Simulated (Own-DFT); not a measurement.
# Two functionals across a range of volumes: wurtzite AlGaN with randomly placed atoms, 72 atoms (Al27Ga9N36)

Calculated, not measured: single-point runs of Own-DFT, a retired in-house plane-wave DFT program that no person has reviewed, on unrelaxed cells, without spin or spin-orbit coupling.

Known weak points: forces on such cells passed a denser k mesh, each cell not checked; stress not checked against mesh or cutoff.

Each geometry was run with PBE and with PBEsol, otherwise alike: PseudoDojo norm-conserving scalar-relativistic files made for PBE; cutoff 42 hartree; 4 x 4 x 3 k mesh centred on Gamma; Fermi-Dirac smearing of 0.1 eV. Unstrained cell vectors in Å: (9.394, 0.000, 0.000); (-4.697, 8.135, 0.000); (0.000, 0.000, 10.066). Each has a uniform strain, of which the change of volume is shown, and random moves of rms u per axis. The random placing of the alloy's atoms differs from row to row.

```
run  volume change (%)   u (Å)  P with PBE (GPa)  P with PBEsol (GPa)
  1               2.52  0.0513              1.23                -1.80
  2               1.00  0.0541              4.67                 1.59
  3               1.51  0.0465              3.32                 0.25
  4              -3.96  0.0478             16.28                12.99
  5               2.52  0.0498              1.77                -1.29
  6              -0.50  0.0528              7.93                 4.77
  7               4.04  0.0477             -1.32                -4.28
  8               2.01  0.0455              1.97                -1.08
  9               6.09  0.0512             -4.42                -7.34
 10              -4.45  0.0471             17.57                14.25
 11              -1.00  0.0504              8.55                    ?
```

Question: by how much does PBEsol shrink this cell, and what belongs in the blank?

## Worked answer

Write v for the change of volume as a fraction. Fitted to v and u², the PBE pressure has a slope of -216 ± 9 GPa in v, with the ions held to the strained lattice. The difference PBEsol less PBE is -3.14 + 3.9 v GPa (slope ± 0.2) and averages -3.09 GPa. Divided by the mean slope of the two, 214 GPa, that makes PBEsol's volume at a given pressure, near 3 GPa, about 1.4 % smaller, or 0.48 % in lengths. At one volume PBEsol's slope is the smaller by 4 GPa, but its pressure there is lower too. If stiffness rises by about 4 GPa for each GPa, PBEsol at equal pressure is stiffer by about 8 GPa. Files made for PBEsol would give a different shift.

For run 11 the line gives 5.38 GPa. DFT gave 5.39 GPa.
